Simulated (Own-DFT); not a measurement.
Simulation results for SiC (2H silicon carbide, atoms displaced), SiC (4H silicon carbide, atoms displaced), SiC (3C silicon carbide, atoms displaced)

A calculation, not a measurement: plane-wave PBE density functional theory by an unreviewed code, no spin, of a simulated periodic cell, stress positive in tension, free energy of the whole cell less one offset for each atom, forces on such cells passed a denser k mesh, this cell's mesh not checked; offsets are fitted by least squares, one for each functional and potential file, so energies compare only between cells with the same atoms and settings and are not formation energies; the far tail of each file's local potential was reset to the Coulomb form; each entry is a single point on an unrelaxed cell, so the pressure reflects the starting lattice, mostly measured values (interpolated for alloys), from which strain is counted, and rises with the displacements; printed positions are rounded, which can move forces by about a meV/angstrom; the program, named Own-DFT, is a retired in-house code; no spin-orbit coupling. Program: Own-DFT development build.

Settings shared by all entries: functional PBE; potential files PseudoDojo norm-conserving, scalar-relativistic, standard set; wave cutoff 42 hartree; occupations Fermi-Dirac; smearing width 0.1 eV.

```yaml
- entry: 1
  formula: SiC
  kind: "2H silicon carbide, atoms displaced"
  structure:
    cell_angstrom: [[9.2481, 0.0, 0.0], [-4.6241, 8.0091, 0.0], [0.0, 0.0, 10.0681]]
    atoms_fractional:
      - [Si, 0.98654, 0.98711, 0.9969]
      - [Si, 0.11275, 0.22165, 0.25523]
      - [C, 0.00217, 0.0081, 0.19423]
      - [C, 0.11304, 0.2202, 0.4464]
      - [Si, 0.99656, 0.00263, 0.49983]
      - [Si, 0.10748, 0.21665, 0.74859]
      - [C, 0.99276, 0.00034, 0.68924]
      - [C, 0.11402, 0.22, 0.93176]
      - [Si, 0.00718, 0.32719, 0.99486]
      - [Si, 0.10192, 0.56492, 0.24832]
      - [C, 0.98755, 0.33114, 0.18944]
      - [C, 0.11344, 0.56271, 0.44284]
      - [Si, 0.98854, 0.33817, 0.50132]
      - [Si, 0.09994, 0.54429, 0.74234]
      - [C, 0.99425, 0.32168, 0.68422]
      - [C, 0.09913, 0.54605, 0.93242]
      - [Si, 0.00107, 0.66322, 0.0006]
      - [Si, 0.11434, 0.89687, 0.24102]
      - [C, 0.99893, 0.66511, 0.17731]
      - [C, 0.10996, 0.87859, 0.43304]
      - [Si, 0.0027, 0.66165, 0.50643]
      - [Si, 0.10706, 0.88723, 0.74996]
      - [C, 0.99495, 0.65719, 0.68304]
      - [C, 0.11726, 0.89001, 0.94148]
      - [Si, 0.34397, 0.00609, 0.98422]
      - [Si, 0.44925, 0.22988, 0.25155]
      - [C, 0.32634, 0.98916, 0.18234]
      - [C, 0.45182, 0.21569, 0.42961]
      - [Si, 0.32856, 0.00503, 0.51015]
      - [Si, 0.44589, 0.2342, 0.74899]
      - [C, 0.34001, 0.99303, 0.69199]
      - [C, 0.45057, 0.21965, 0.93169]
      - [Si, 0.34267, 0.32972, 0.99717]
      - [Si, 0.42877, 0.54446, 0.26047]
      - [C, 0.3288, 0.34119, 0.18407]
      - [C, 0.4512, 0.55124, 0.43369]
      - [Si, 0.33672, 0.33308, 0.49157]
      - [Si, 0.44711, 0.55657, 0.75565]
      - [C, 0.32632, 0.32914, 0.69479]
      - [C, 0.4437, 0.55647, 0.93905]
      - [Si, 0.33138, 0.66599, 0.00433]
      - [Si, 0.44497, 0.88811, 0.25111]
      - [C, 0.32486, 0.6701, 0.19216]
      - [C, 0.44474, 0.87469, 0.43132]
      - [Si, 0.33242, 0.66745, 0.49831]
      - [Si, 0.4452, 0.88587, 0.7569]
      - [C, 0.33431, 0.66879, 0.68252]
      - [C, 0.43559, 0.88594, 0.93984]
      - [Si, 0.67058, 0.00014, 0.00288]
      - [Si, 0.77699, 0.23298, 0.2524]
      - [C, 0.68284, 0.00854, 0.1855]
      - [C, 0.77165, 0.22182, 0.43685]
      - [Si, 0.66932, 0.00991, 0.50274]
      - [Si, 0.78057, 0.23061, 0.7407]
      - [C, 0.65842, 0.99983, 0.69163]
      - [C, 0.77567, 0.21173, 0.95456]
      - [Si, 0.66632, 0.32328, 0.99622]
      - [Si, 0.77015, 0.56463, 0.24774]
      - [C, 0.66856, 0.34275, 0.1824]
      - [C, 0.78418, 0.55844, 0.43225]
      - [Si, 0.67412, 0.32555, 0.50197]
      - [Si, 0.76611, 0.55769, 0.75267]
      - [C, 0.66888, 0.32823, 0.68288]
      - [C, 0.7865, 0.56619, 0.93502]
      - [Si, 0.65901, 0.65996, 0.99468]
      - [Si, 0.76733, 0.89454, 0.25337]
      - [C, 0.66507, 0.66591, 0.18971]
      - [C, 0.77523, 0.88762, 0.44105]
      - [Si, 0.67581, 0.66874, 0.50243]
      - [Si, 0.77489, 0.89597, 0.74741]
      - [C, 0.6662, 0.66566, 0.68911]
      - [C, 0.77404, 0.87417, 0.93233]
  settings:
    hardware: "one NVIDIA H100"
    k_mesh: "4 x 4 x 3 centred on Gamma"
  results:
    "free_energy_of_cell_above_offsets [eV]": "-4.819"
    "pressure [GPa]": 5.53
    "stress_xx [GPa]": -4.74
    "stress_yy [GPa]": -3.96
    "stress_zz [GPa]": -7.88
    "stress_yz [GPa]": 1.09
    "stress_xz [GPa]": -0.89
    "stress_xy [GPa]": 0.92
    force_element: [Si, Si, C, C, Si, Si, C, C, Si, Si, C, C, Si, Si, C, C, Si, Si, C, C, Si, Si, C, C, Si, Si, C, C, Si, Si, C, C, Si, Si, C, C, Si, Si, C, C, Si, Si, C, C, Si, Si, C, C, Si, Si, C, C, Si, Si, C, C, Si, Si, C, C, Si, Si, C, C, Si, Si, C, C, Si, Si, C, C]
    "force_x [eV/angstrom]": [1.94, -1.715, -0.765, -1.128, 1.341, -0.053, 1.161, 0.5, -1.817, 1.671, 2.686, 0.222, 2.979, 1.275, -0.168, 1.641, 0.082, -0.248, -2.197, -0.843, -1.584, 0.649, -1.246, -0.985, -2.294, -0.31, 1.372, -1.031, 1.342, 1.473, -2.677, -0.261, -2.05, 0.741, 1.255, -0.941, 0.555, -1.493, 0.748, -0.33, -1.113, -0.151, 1.308, -0.542, 1.351, -0.395, 0.11, 3.134, -0.175, -0.064, -3.846, 2.042, -0.37, 0.357, 1.067, 0.59, 0.283, 2.928, -0.599, 0.002, -3.714, 3.276, -2.214, -1.074, 1.245, 3.58, -2.834, -0.436, -0.753, 0.393, -1.171, -1.712]
    "force_y [eV/angstrom]": [1.72, 0.879, -1.556, 1.155, -1.58, 0.205, -0.626, -0.875, 0.445, -1.796, 1.419, -1.833, -0.264, 1.297, 1.156, 0.41, 0.639, -1.733, 1.283, 1.791, 1.422, -0.562, 0.887, -0.32, -1.391, -1.569, 3.044, 0.847, -2.06, -2.54, 1.794, 1.526, 0.255, 2.832, -1.933, 0.396, -0.373, -0.079, 1.28, -0.765, -0.656, 0.708, -1.123, 3.147, -0.78, -0.798, -1.066, -0.591, -2.135, -1.076, 0.237, -0.27, -3.39, -2.61, 1.055, 1.888, 2.336, -0.928, -0.665, -0.95, 2.642, -0.537, 1.752, -2.482, 0.328, -1.66, 1.288, 1.069, -0.75, -1.296, 0.801, 1.685]
    "force_z [eV/angstrom]": [1.068, -0.477, -1.462, -1.324, -0.263, 0.052, -0.609, 1.007, 1.726, 0.613, 0.186, -1.25, -1.074, 1.114, 0.126, 0.045, -1.543, 1.079, 2.166, 1.147, -2.292, 0.18, 2.056, -1.231, 3.345, -2.319, -0.598, 2.718, -2.55, -0.803, 0.187, 0.245, 0.255, -3.269, 0.412, 2.736, 1.83, -1.666, -1.894, 0.077, -0.265, -0.968, -0.405, 1.656, 0.144, -1.022, 1.506, -0.183, -0.353, -1.536, 0.592, -0.37, -0.344, 3.194, -0.619, -3.801, 0.708, -0.154, 0.817, 1.413, -1.173, -0.658, 0.992, 0.186, 2.002, 0.364, -0.988, 0.191, -0.778, 0.21, -0.519, 0.411]
    "wall_time [s]": 362.2
- entry: 2
  formula: SiC
  kind: "4H silicon carbide, atoms displaced"
  structure:
    cell_angstrom: [[12.3308, 0.0, 0.0], [-6.1654, 10.6788, 0.0], [0.0, 0.0, 10.0681]]
    atoms_fractional:
      - [Si, 0.0003, 0.00235, 0.40899]
      - [Si, 0.08251, 0.16246, 0.15128]
      - [C, 0.99551, 0.99444, 0.08788]
      - [C, 0.08326, 0.17004, 0.34266]
      - [Si, 0.00032, 0.24831, 0.4078]
      - [Si, 0.08428, 0.41628, 0.16213]
      - [C, 0.00131, 0.24771, 0.09303]
      - [C, 0.08303, 0.41495, 0.34267]
      - [Si, 0.99697, 0.49452, 0.40611]
      - [Si, 0.08181, 0.66619, 0.1548]
      - [C, 0.99746, 0.50081, 0.09661]
      - [C, 0.08244, 0.66538, 0.34671]
      - [Si, 0.99719, 0.74986, 0.40922]
      - [Si, 0.08309, 0.91645, 0.15159]
      - [C, 0.99858, 0.74792, 0.09249]
      - [C, 0.08503, 0.91728, 0.34276]
      - [Si, 0.24855, 0.99967, 0.40333]
      - [Si, 0.33031, 0.16583, 0.15623]
      - [C, 0.24593, 0.99801, 0.09591]
      - [C, 0.33218, 0.16924, 0.34543]
      - [Si, 0.25129, 0.25208, 0.40483]
      - [Si, 0.33103, 0.41338, 0.15195]
      - [C, 0.25055, 0.25076, 0.09503]
      - [C, 0.33373, 0.4147, 0.34547]
      - [Si, 0.25012, 0.49907, 0.40718]
      - [Si, 0.33272, 0.66463, 0.15697]
      - [C, 0.25244, 0.50076, 0.09352]
      - [C, 0.33466, 0.66917, 0.34087]
      - [Si, 0.24923, 0.74877, 0.40726]
      - [Si, 0.33544, 0.91613, 0.15913]
      - [C, 0.25035, 0.75104, 0.09456]
      - [C, 0.33229, 0.91399, 0.34496]
      - [Si, 0.49944, 0.99683, 0.40706]
      - [Si, 0.58453, 0.16985, 0.15749]
      - [C, 0.49693, 0.99871, 0.09718]
      - [C, 0.58648, 0.16628, 0.34537]
      - [Si, 0.50274, 0.24923, 0.40475]
      - [Si, 0.57698, 0.41257, 0.15125]
      - [C, 0.50176, 0.25142, 0.09473]
      - [C, 0.58556, 0.41647, 0.34798]
      - [Si, 0.49631, 0.49698, 0.40573]
      - [Si, 0.58152, 0.66164, 0.15507]
      - [C, 0.49983, 0.49948, 0.09485]
      - [C, 0.58715, 0.67128, 0.34542]
      - [Si, 0.50137, 0.75021, 0.40616]
      - [Si, 0.58384, 0.92141, 0.15382]
      - [C, 0.50173, 0.74776, 0.09664]
      - [C, 0.58428, 0.91664, 0.34271]
      - [Si, 0.74651, 0.99912, 0.40289]
      - [Si, 0.83574, 0.16935, 0.15592]
      - [C, 0.74809, 0.9963, 0.09574]
      - [C, 0.83488, 0.16919, 0.34387]
      - [Si, 0.75303, 0.24623, 0.4096]
      - [Si, 0.83278, 0.41637, 0.14942]
      - [C, 0.74383, 0.24972, 0.09421]
      - [C, 0.83506, 0.41148, 0.34331]
      - [Si, 0.75344, 0.50066, 0.40616]
      - [Si, 0.83411, 0.66735, 0.15837]
      - [C, 0.75677, 0.50342, 0.0938]
      - [C, 0.83525, 0.6694, 0.34628]
      - [Si, 0.74992, 0.75208, 0.40449]
      - [Si, 0.83396, 0.91658, 0.15364]
      - [C, 0.7472, 0.74691, 0.09116]
      - [C, 0.83289, 0.91023, 0.34241]
      - [Si, 0.9947, 0.0039, 0.9073]
      - [Si, 0.92085, 0.83242, 0.65204]
      - [C, 0.99579, 0.99427, 0.59637]
      - [C, 0.9146, 0.82977, 0.85105]
      - [Si, 0.9976, 0.74916, 0.90663]
      - [Si, 0.9171, 0.57968, 0.65802]
      - [C, 0.00216, 0.75401, 0.58937]
      - [C, 0.91681, 0.58491, 0.84426]
      - [Si, 0.00207, 0.502, 0.90435]
      - [Si, 0.9153, 0.33579, 0.65596]
      - [C, 1.0e-05, 0.501, 0.59512]
      - [C, 0.91753, 0.33557, 0.84496]
      - [Si, 0.00075, 0.24757, 0.90201]
      - [Si, 0.91728, 0.08128, 0.65632]
      - [C, 0.99795, 0.24772, 0.59398]
      - [C, 0.91862, 0.08276, 0.84245]
      - [Si, 0.75106, 0.99999, 0.89706]
      - [Si, 0.66535, 0.83153, 0.65003]
      - [C, 0.75157, 0.00137, 0.58528]
      - [C, 0.66282, 0.83301, 0.8515]
      - [Si, 0.74632, 0.74888, 0.90769]
      - [Si, 0.66763, 0.58625, 0.66366]
      - [C, 0.74966, 0.74986, 0.59763]
      - [C, 0.66295, 0.58048, 0.84215]
      - [Si, 0.74665, 0.49903, 0.91034]
      - [Si, 0.66878, 0.33267, 0.65774]
      - [C, 0.75122, 0.50332, 0.58822]
      - [C, 0.66862, 0.33164, 0.84519]
      - [Si, 0.75116, 0.25208, 0.90651]
      - [Si, 0.6651, 0.08369, 0.65529]
      - [C, 0.74897, 0.24681, 0.59454]
      - [C, 0.66835, 0.08316, 0.8386]
      - [Si, 0.49854, 0.00216, 0.90706]
      - [Si, 0.4209, 0.84157, 0.65466]
      - [C, 0.50064, 0.00471, 0.59843]
      - [C, 0.41376, 0.83374, 0.84235]
      - [Si, 0.49866, 0.74852, 0.90867]
      - [Si, 0.41344, 0.58309, 0.65927]
      - [C, 0.50192, 0.75208, 0.59678]
      - [C, 0.41485, 0.58423, 0.84784]
      - [Si, 0.49329, 0.49809, 0.90705]
      - [Si, 0.42186, 0.33575, 0.65434]
      - [C, 0.50036, 0.50184, 0.59284]
      - [C, 0.42131, 0.33385, 0.84214]
      - [Si, 0.50316, 0.24837, 0.90678]
      - [Si, 0.41812, 0.08552, 0.65444]
      - [C, 0.50044, 0.2494, 0.59634]
      - [C, 0.41861, 0.0833, 0.84194]
      - [Si, 0.24885, 0.00239, 0.90849]
      - [Si, 0.16306, 0.83028, 0.65434]
      - [C, 0.24988, 0.99769, 0.59227]
      - [C, 0.16962, 0.83378, 0.84356]
      - [Si, 0.25182, 0.75176, 0.90245]
      - [Si, 0.16575, 0.5798, 0.6565]
      - [C, 0.24809, 0.74839, 0.59474]
      - [C, 0.16915, 0.58789, 0.84374]
      - [Si, 0.25028, 0.4994, 0.90368]
      - [Si, 0.1691, 0.33359, 0.65094]
      - [C, 0.25234, 0.50032, 0.59195]
      - [C, 0.16611, 0.33059, 0.84378]
      - [Si, 0.24535, 0.24659, 0.90198]
      - [Si, 0.16607, 0.08353, 0.65391]
      - [C, 0.25405, 0.24936, 0.59362]
      - [C, 0.16887, 0.08219, 0.84192]
  settings:
    hardware: "one NVIDIA H200"
    k_mesh: "3 x 3 x 3 centred on Gamma"
  results:
    "free_energy_of_cell_above_offsets [eV]": "-19.388"
    "pressure [GPa]": 3.65
    "stress_xx [GPa]": -3.65
    "stress_yy [GPa]": -3.29
    "stress_zz [GPa]": -4.01
    "stress_yz [GPa]": 0.07
    "stress_xz [GPa]": -0.29
    "stress_xy [GPa]": 0.14
    force_element: [Si, Si, C, C, Si, Si, C, C, Si, Si, C, C, Si, Si, C, C, Si, Si, C, C, Si, Si, C, C, Si, Si, C, C, Si, Si, C, C, Si, Si, C, C, Si, Si, C, C, Si, Si, C, C, Si, Si, C, C, Si, Si, C, C, Si, Si, C, C, Si, Si, C, C, Si, Si, C, C, Si, Si, C, C, Si, Si, C, C, Si, Si, C, C, Si, Si, C, C, Si, Si, C, C, Si, Si, C, C, Si, Si, C, C, Si, Si, C, C, Si, Si, C, C, Si, Si, C, C, Si, Si, C, C, Si, Si, C, C, Si, Si, C, C, Si, Si, C, C, Si, Si, C, C, Si, Si, C, C]
    "force_x [eV/angstrom]": [0.302, -0.35, 0.397, 0.689, -0.491, -0.199, -0.376, 0.318, 0.205, 0.266, 1.407, -0.29, 1.149, -0.452, 0.075, -0.929, 0.475, 0.658, 1.144, 0.991, -0.186, 0.037, -0.253, -0.72, 0.088, 0.1, -0.668, 0.205, -0.289, -1.166, 0.186, 0.058, -0.306, -0.359, 0.351, -0.299, -0.434, 1.742, -0.694, -0.483, 1.242, 0.054, -0.56, -0.526, -0.279, 0.643, -0.952, -0.655, 1.48, -0.508, 0.067, 0.7, -1.221, 0.165, 1.885, -1.046, -0.117, -0.138, -1.991, -0.383, 0.61, -0.617, 0.329, -0.53, 2.855, -1.574, 0.495, -0.613, 0.925, -1.214, 0.211, -0.148, -0.203, 0.622, 0.538, 0.449, -0.806, -0.563, 0.397, -1.403, -0.634, 0.436, -0.394, 0.789, 0.522, 0.061, 0.514, -0.248, 0.697, -0.56, 0.364, -0.453, 0.427, 0.946, 0.061, -0.421, 0.888, -0.439, 0.478, 1.27, -0.803, 1.198, -1.016, 0.138, 1.395, -0.432, -0.135, -1.08, -0.72, -0.957, 0.513, -0.876, 1.134, 0.887, -0.249, -1.343, -0.388, -0.013, 0.663, 0.277, -0.852, -0.117, -0.76, -0.253, 1.77, 0.696, -0.801, -1.697]
    "force_y [eV/angstrom]": [-0.656, 0.253, 1.261, -0.939, 0.313, 0.059, 0.504, 0.027, 1.297, 0.358, -0.506, -0.238, 0.29, -0.925, 0.462, 0.006, 0.141, 0.022, 0.747, -0.54, -0.627, 0.873, -0.893, 0.54, 0.563, 0.835, -0.65, -0.84, -0.25, -0.471, -0.447, 0.652, 0.677, -1.043, 1.237, -0.414, 0.134, 1.406, -1.16, 0.029, 1.2, 1.478, -0.739, -1.653, -0.04, -1.624, 0.445, -0.099, 0.181, -0.784, 1.642, -0.968, 0.797, -0.228, 0.058, 0.379, -0.197, 0.26, -0.754, -0.7, -1.2, -1.121, 0.064, 2.328, -2.109, -0.687, 1.693, 1.176, 0.379, 1.3, -1.587, -0.717, 0.153, -0.825, -0.695, -0.411, 0.935, -0.028, 0.62, 0.464, -0.158, 0.884, -0.318, -0.103, -0.199, -0.652, 0.223, 0.201, 0.377, 0.56, -0.676, 0.69, -0.825, -0.288, 0.82, 0.329, -0.791, -1.831, -0.402, 0.457, 0.829, 0.475, -0.391, -0.354, -0.02, -0.077, 0.094, -0.432, 0.172, -0.356, 0.391, 0.297, -0.933, 0.837, 0.444, 0.134, 0.196, 1.06, 0.118, -1.405, -0.018, -0.575, -0.288, 0.727, 0.53, -0.582, 0.256, 0.1]
    "force_z [eV/angstrom]": [-0.896, 0.931, 1.08, 0.062, -0.381, -1.938, -0.461, 1.504, -0.237, 0.826, -0.991, -0.283, -1.449, 0.922, 0.291, -0.141, 0.492, 0.279, -0.403, -0.483, 0.437, 1.185, -1.201, -0.872, -0.927, -0.536, -0.163, 1.208, -0.037, -0.223, -0.507, 0.221, -0.029, 0.541, -0.918, 0.062, 0.555, 1.659, -0.468, -1.188, 0.241, 0.804, -0.589, -0.447, -0.088, 0.397, -0.384, 0.139, -0.623, -0.202, -1.105, -0.163, -0.621, 1.725, -0.706, -0.161, -0.761, -0.238, 0.215, -0.347, 1.063, 0.467, 0.814, -0.096, -0.904, 1.955, -0.554, -1.618, 0.025, -0.462, 1.177, -0.032, 0.793, 0.298, -0.463, -0.117, 0.791, -0.737, 0.177, -0.548, 1.939, 1.556, 1.73, -2.061, -0.452, -2.349, -0.834, 1.826, -0.975, -0.625, 1.924, -0.045, -0.054, -0.277, 0.056, 1.265, -0.168, 0.57, -1.537, 0.394, 0.278, -0.384, -0.774, -0.761, -0.348, 0.334, 0.517, 0.596, -0.341, 0.44, -0.818, 0.662, -0.56, 0.446, -0.038, 0.045, 1.029, -0.093, -0.229, -0.088, 0.777, 0.697, 0.392, -0.798, 0.452, 0.1, -0.312, 0.255]
    "wall_time [s]": 558.1
- entry: 3
  formula: SiC
  kind: "3C silicon carbide, atoms displaced"
  structure:
    cell_angstrom: [[8.7192, 0.0, 0.0], [0.0, 8.7192, 0.0], [0.0, 0.0, 8.7192]]
    atoms_fractional:
      - [Si, 0.99952, 0.99989, 0.99459]
      - [Si, 0.99335, 0.24484, 0.24891]
      - [Si, 0.25219, 0.99885, 0.25095]
      - [Si, 0.2527, 0.24838, 0.99651]
      - [C, 0.12423, 0.12655, 0.12056]
      - [C, 0.12311, 0.36971, 0.37844]
      - [C, 0.36642, 0.12656, 0.37999]
      - [C, 0.37319, 0.38192, 0.12955]
      - [Si, 0.00295, 0.00239, 0.4961]
      - [Si, 0.99303, 0.25075, 0.74666]
      - [Si, 0.24722, 8.0e-05, 0.74683]
      - [Si, 0.25162, 0.24908, 0.49987]
      - [C, 0.13017, 0.12453, 0.62169]
      - [C, 0.12392, 0.36769, 0.87529]
      - [C, 0.3705, 0.11939, 0.87984]
      - [C, 0.37564, 0.37827, 0.62142]
      - [Si, 0.0049, 0.50307, 0.00072]
      - [Si, 0.00868, 0.75603, 0.24946]
      - [Si, 0.25077, 0.50157, 0.25021]
      - [Si, 0.24798, 0.74615, 0.99919]
      - [C, 0.12447, 0.61878, 0.12475]
      - [C, 0.12956, 0.8824, 0.37437]
      - [C, 0.38125, 0.63031, 0.37328]
      - [C, 0.37646, 0.87485, 0.12729]
      - [Si, 0.00218, 0.49682, 0.49768]
      - [Si, 0.9942, 0.74919, 0.74147]
      - [Si, 0.25494, 0.49797, 0.75155]
      - [Si, 0.24931, 0.74758, 0.50136]
      - [C, 0.12853, 0.62201, 0.62931]
      - [C, 0.12086, 0.87798, 0.87607]
      - [C, 0.37375, 0.626, 0.87656]
      - [C, 0.37528, 0.87088, 0.62401]
      - [Si, 0.49521, 0.99739, 0.00372]
      - [Si, 0.50515, 0.25092, 0.25283]
      - [Si, 0.74849, 0.99831, 0.25224]
      - [Si, 0.74811, 0.24842, 0.99967]
      - [C, 0.61861, 0.12364, 0.13052]
      - [C, 0.62265, 0.36769, 0.37617]
      - [C, 0.87747, 0.12708, 0.37809]
      - [C, 0.87728, 0.3725, 0.12288]
      - [Si, 0.49366, 0.99416, 0.50521]
      - [Si, 0.50174, 0.24764, 0.74425]
      - [Si, 0.74917, 0.99394, 0.74757]
      - [Si, 0.74945, 0.25544, 0.49484]
      - [C, 0.6233, 0.12258, 0.62599]
      - [C, 0.62627, 0.36858, 0.87934]
      - [C, 0.87499, 0.12499, 0.87485]
      - [C, 0.87435, 0.377, 0.6262]
      - [Si, 0.50312, 0.50099, 0.99624]
      - [Si, 0.49969, 0.75389, 0.24679]
      - [Si, 0.75296, 0.50264, 0.24788]
      - [Si, 0.74847, 0.75455, 0.99393]
      - [C, 0.63112, 0.62868, 0.1222]
      - [C, 0.62729, 0.87118, 0.37478]
      - [C, 0.87581, 0.62907, 0.37542]
      - [C, 0.87651, 0.87563, 0.12135]
      - [Si, 0.49917, 0.49979, 0.50093]
      - [Si, 0.49945, 0.74904, 0.75201]
      - [Si, 0.75119, 0.5046, 0.75372]
      - [Si, 0.75015, 0.74618, 0.49998]
      - [C, 0.62438, 0.62669, 0.62377]
      - [C, 0.62142, 0.87244, 0.87471]
      - [C, 0.86859, 0.62521, 0.87126]
      - [C, 0.88108, 0.87218, 0.6245]
  settings:
    hardware: "one NVIDIA H100"
    k_mesh: "4 x 4 x 4 centred on Gamma"
  results:
    "free_energy_of_cell_above_offsets [eV]": "-9.473"
    "pressure [GPa]": 3.83
    "stress_xx [GPa]": -3.77
    "stress_yy [GPa]": -3.84
    "stress_zz [GPa]": -3.88
    "stress_yz [GPa]": 0.1
    "stress_xz [GPa]": -0.13
    "stress_xy [GPa]": 0.85
    force_element: [Si, Si, Si, Si, C, C, C, C, Si, Si, Si, Si, C, C, C, C, Si, Si, Si, Si, C, C, C, C, Si, Si, Si, Si, C, C, C, C, Si, Si, Si, Si, C, C, C, C, Si, Si, Si, Si, C, C, C, C, Si, Si, Si, Si, C, C, C, C, Si, Si, Si, Si, C, C, C, C]
    "force_x [eV/angstrom]": [0.039, 1.825, -0.325, -0.582, 0.128, 0.23, 2.225, 1.074, -0.028, 1.341, 0.254, -0.726, -1.325, 0.249, 1.04, 0.164, -1.342, -1.443, -0.135, -0.158, 0.473, -0.396, -1.185, -0.943, -0.162, 1.689, -1.06, 0.308, -0.527, 0.58, 0.52, -0.679, 0.632, -2.457, 0.414, 0.405, 1.13, 0.676, -1.105, -0.593, 1.086, -0.533, 0.194, 0.319, 0.563, -0.598, -0.857, -0.575, -0.238, 1.082, -0.141, 0.652, -0.942, -0.592, 0.801, -0.093, 0.47, -0.312, -0.983, 0.177, -0.007, 0.042, 1.754, -1.494]
    "force_y [eV/angstrom]": [0.613, 0.749, 1.385, 0.474, -0.671, 0.654, -0.759, -1.281, -0.024, -0.569, -0.499, 0.682, 0.315, 1.415, 0.536, -0.739, -1.368, -0.634, -0.494, 0.992, 1.685, -1.642, -0.816, -0.458, 0.555, -0.634, -0.295, 0.177, 0.126, -1.484, -0.365, -0.033, 0.465, -0.338, 0.072, -0.545, -0.297, 2.441, -0.665, 0.574, 1.022, 0.027, 0.966, -1.347, -0.239, 1.123, -0.405, 0.271, -0.171, -0.818, -0.375, -0.627, -0.287, 0.631, -0.66, 0.224, 0.357, -0.08, -1.56, 0.759, -0.602, 0.816, 0.668, 1.009]
    "force_z [eV/angstrom]": [1.023, -0.386, -0.776, 1.34, 0.739, -1.007, -0.986, -1.11, 0.858, 0.366, 0.774, 0.243, 0.564, -0.599, -1.485, 0.685, -0.954, -0.21, 0.943, 0.169, 0.463, 0.266, 0.21, -0.422, 0.526, 2.036, 0.182, -0.25, -0.901, -1.038, -0.34, 0.99, -0.549, -0.277, -0.192, 0.646, -0.898, -0.227, -0.382, 0.171, -1.347, 1.408, 0.344, 1.671, -0.86, -1.407, -0.573, -0.558, 1.279, 0.308, 0.028, 1.112, 0.012, 0.481, -0.284, 0.343, -0.678, -0.533, -0.901, -0.143, 0.639, -0.076, 0.854, -1.324]
    "wall_time [s]": 370.3
```
